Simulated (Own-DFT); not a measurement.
# Slab less bulk: wurtzite AlN, m plane (10-10)

No measurement is shown. These are fixed-geometry runs of a retired plane-wave code named Own-DFT, which no person has reviewed; spin and spin-orbit coupling are neglected.

Known weak points (not all hold for every row): some atoms lie very close together; forces not confirmed at this smearing and k mesh; k mesh not checked against a denser one.

Both sets of runs: PBE; PseudoDojo norm-conserving scalar-relativistic files; cutoff 42 hartree; Gaussian smearing of 0.01 eV. The slab has 128 atoms in 16 layers, two equal faces of 62.02 Å² as cut, 15 Å of vacuum, a dipole correction along the normal and a 6 x 3 x 1 mesh. The bulk cell has 128 atoms, the same measured lattice constants and a 3 x 3 x 3 mesh. All atoms were moved at random; u is the rms move along one axis. Energies are counted from -174.06 eV for each atom.

```
slab run   u (Å)  E (eV, cell)
       1  0.0192        20.373
       2  0.0193        20.407
       3  0.0203        20.662
       4  0.0207        20.347
       5  0.0482        27.662
       6  0.0495        28.266
       7  0.0501        29.324
       8  0.0509        29.132
       9  0.0514        28.368
      10  0.0946        51.232
      11  0.0982        60.127
      12  0.0987        60.532
```

| bulk run | u (Å) | E (meV/atom) |
|---|---|---|
| 1 | 0.0195 | -2.81 |
| 2 | 0.0195 | -2.24 |
| 3 | 0.0196 | -2.51 |
| 4 | 0.0201 | -2.31 |
| 5 | 0.0207 | -0.59 |
| 6 | 0.0954 | 293.58 |
| 7 | 0.0958 | 294.54 |
| 8 | 0.0980 | 278.24 |
| 9 | 0.0984 | 331.39 |
| 10 | 0.1012 | 329.90 |

Question: what is the energy of the unrelaxed surface?

## Solution

Take each set to u = 0 with E = a + b u². Residuals are scaled by 1/(u² + 0.0006 Å²) to tame the large moves. Slab: a = 18.86 ± 0.13 eV. Bulk: a = -15.3 ± 0.6 meV/atom. The excess is 18.86 - 128 x (-0.0153) = 20.83 ± 0.15 eV. Over two faces that is 168 meV/Å², or 2.69 ± 0.02 J/m². Relaxing the faces would lower the energy, and the unlike meshes and the reach from the smallest u down to zero add errors that aren't counted here.
